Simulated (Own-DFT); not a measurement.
# Slab less bulk: wurtzite AlN, m plane (10-10)

No measurement is shown. These are fixed-geometry runs of a retired plane-wave code named Own-DFT, which no person has reviewed; spin and spin-orbit coupling are neglected.

Known weak points (not all hold for every row): some atoms lie very close together; forces not confirmed at this smearing and k mesh; k mesh not checked against a denser one.

Both sets of runs: PBE; PseudoDojo norm-conserving scalar-relativistic files; cutoff 42 hartree; Gaussian smearing of 0.01 eV. The slab has 128 atoms in 16 layers, two equal faces of 62.02 Å² as cut, 15 Å of vacuum, a dipole correction along the normal and a 6 x 3 x 1 mesh. The bulk cell has 128 atoms, the same measured lattice constants and a 3 x 3 x 3 mesh. All atoms were moved at random; u is the rms move along one axis. Energies are counted from -174.06 eV for each atom.

| slab run | u (Å) | E (eV, cell) |
|---|---|---|
| 1 | 0.0189 | 20.201 |
| 2 | 0.0199 | 20.566 |
| 3 | 0.0203 | 20.222 |
| 4 | 0.0489 | 28.861 |
| 5 | 0.0497 | 29.306 |
| 6 | 0.0516 | 29.953 |
| 7 | 0.0528 | 30.196 |
| 8 | 0.0984 | 55.977 |
| 9 | 0.0989 | 58.136 |
| 10 | 0.0998 | 61.283 |
| 11 | 0.1021 | 60.989 |
| 12 | 0.1038 | 59.085 |

| bulk run | u (Å) | E (meV/atom) |
|---|---|---|
| 1 | 0.0195 | -1.60 |
| 2 | 0.0196 | -1.59 |
| 3 | 0.0197 | -2.28 |
| 4 | 0.0199 | -1.58 |
| 5 | 0.0204 | -1.37 |
| 6 | 0.0207 | -1.60 |
| 7 | 0.0931 | 275.97 |
| 8 | 0.1017 | 303.33 |
| 9 | 0.1048 | 353.48 |
| 10 | 0.1067 | 361.46 |

Q: what is the energy of the unrelaxed surface?

## Solution

Take each set to u = 0 with E = a + b u². Rows are weighted down as u grows, with residuals divided by u² + 0.0006 Å². Slab: a = 18.80 ± 0.11 eV. Bulk: a = -14.7 ± 0.4 meV/atom. The excess is 18.80 - 128 x (-0.0147) = 20.68 ± 0.12 eV. Over two faces that is 167 meV/Å², or 2.67 ± 0.02 J/m². Relaxing the faces would lower the energy, and the unlike meshes and the reach from the smallest u down to zero add errors that aren't counted here.
